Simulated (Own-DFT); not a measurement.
# Short bonds, stiff crystals?

No measurement is shown. These are fixed-geometry runs of a retired plane-wave code named Own-DFT, which no person has reviewed; spin and spin-orbit coupling are neglected.

Keep in mind (not all hold for every row): forces on such cells moved up to 12 meV/angstrom on a denser k mesh; forces not confirmed at this smearing and k mesh; k mesh not checked against a denser one; forces on such cells passed a denser k mesh, each cell not checked; stress not checked against mesh or cutoff.

All runs are PBE with PseudoDojo norm-conserving files; cutoff and k mesh are each material's own. Every cell starts from measured lattice constants and was given uniform random strains and small random moves of its atoms. Each triple is the change of volume in per cent, the rms move u in Å and the pressure in GPa.

- 2H SiC (C36Si36), 10.36 Å³/atom unstrained: (-2.02, 0.050, 11.02); (-1.41, 0.049, 8.91); (-0.01, 0.044, 5.28); (0.14, 0.054, 5.74); (0.83, 0.051, 3.54); (1.29, 0.047, 2.49); (1.74, 0.050, 1.74)
- wurtzite GaN (Ga36N36), 11.42 Å³/atom unstrained: (-2.53, 0.048, 12.59); (-1.68, 0.043, 10.32); (-1.24, 0.051, 9.95); (-0.69, 0.053, 8.34); (-0.61, 0.049, 8.27); (-0.34, 0.046, 7.56); (1.23, 0.049, 4.65)
- diamond silicon (Si64), 20.02 Å³/atom unstrained: (-2.67, 0.048, 5.34); (-0.77, 0.050, 3.66); (-0.12, 0.052, 2.83); (0.86, 0.045, 1.80); (0.95, 0.054, 1.97); (1.78, 0.049, 1.18); (2.00, 0.050, 1.05)
- zincblende GaAs (As32Ga32), 22.58 Å³/atom unstrained: (-2.20, 0.054, 6.33); (-0.43, 0.048, 4.32); (0.50, 0.052, 3.66); (1.62, 0.046, 2.78); (2.04, 0.051, 2.71); (2.68, 0.052, 2.12); (3.15, 0.050, 1.97)
- zincblende InP (In32P32), 25.27 Å³/atom unstrained: withheld
- grey tin (Sn64), 34.15 Å³/atom unstrained: (-1.98, 0.047, 4.76); (-1.63, 0.046, 4.68); (-1.21, 0.052, 4.42); (-0.73, 0.050, 4.12); (-0.50, 0.050, 4.02); (0.62, 0.048, 3.33); (1.93, 0.050, 2.79)

## Analysis

Fit a line to each set against the fractional change of volume; B is minus its slope, and u is nearly the same within a set. To take it to zero pressure, assume that B rises by 4 GPa for each GPa: B0 = B - 4 x (mean pressure). The bond length of an ideal tetrahedral crystal with the unstrained volume v is d = (√3/4)(8 v)^(1/3). Cohen's empirical rule reads B0 = (1971 - 220 L) d^(-3.5) GPa, with L = 0 for group IV crystals and SiC and 1 for III-V compounds.

```
                  material  L  d (Å)   B (GPa)  mean P (GPa)  B0 (GPa)  rule (GPa)
          2H SiC (C36Si36)  0  1.888  245 ± 11           5.5  223 ± 11         213
    wurtzite GaN (Ga36N36)  1  1.950   210 ± 9           8.8   175 ± 9         169
    diamond silicon (Si64)  0  2.352    94 ± 3           2.5    84 ± 3          99
zincblende GaAs (As32Ga32)  1  2.448    80 ± 5           3.4    66 ± 5          76
  zincblende InP (In32P32)  1  2.541         ?             ?         ?          67
           grey tin (Sn64)  0  2.810    53 ± 2           4.0    37 ± 2          53
```

A line through ln[B0/(1971 - 220 L)] against ln d has a slope of -4.5 ± 0.1 and a scatter of 4 %. Against the rule, B0 stands at 105 % for 2H SiC, 104 % for wurtzite GaN, 85 % for diamond silicon, 87 % for zincblende GaAs, 69 % for grey tin. PBE tends to make silicon and heavier crystals too soft, and the rule itself is only a guide.

## Check

Asked: what B0 does the fitted trend give for zincblende InP (In32P32)?

From the line: 53 GPa. Its own runs give B = 73 ± 3 GPa at a mean pressure of 3.5 GPa, so B0 = 59 GPa.
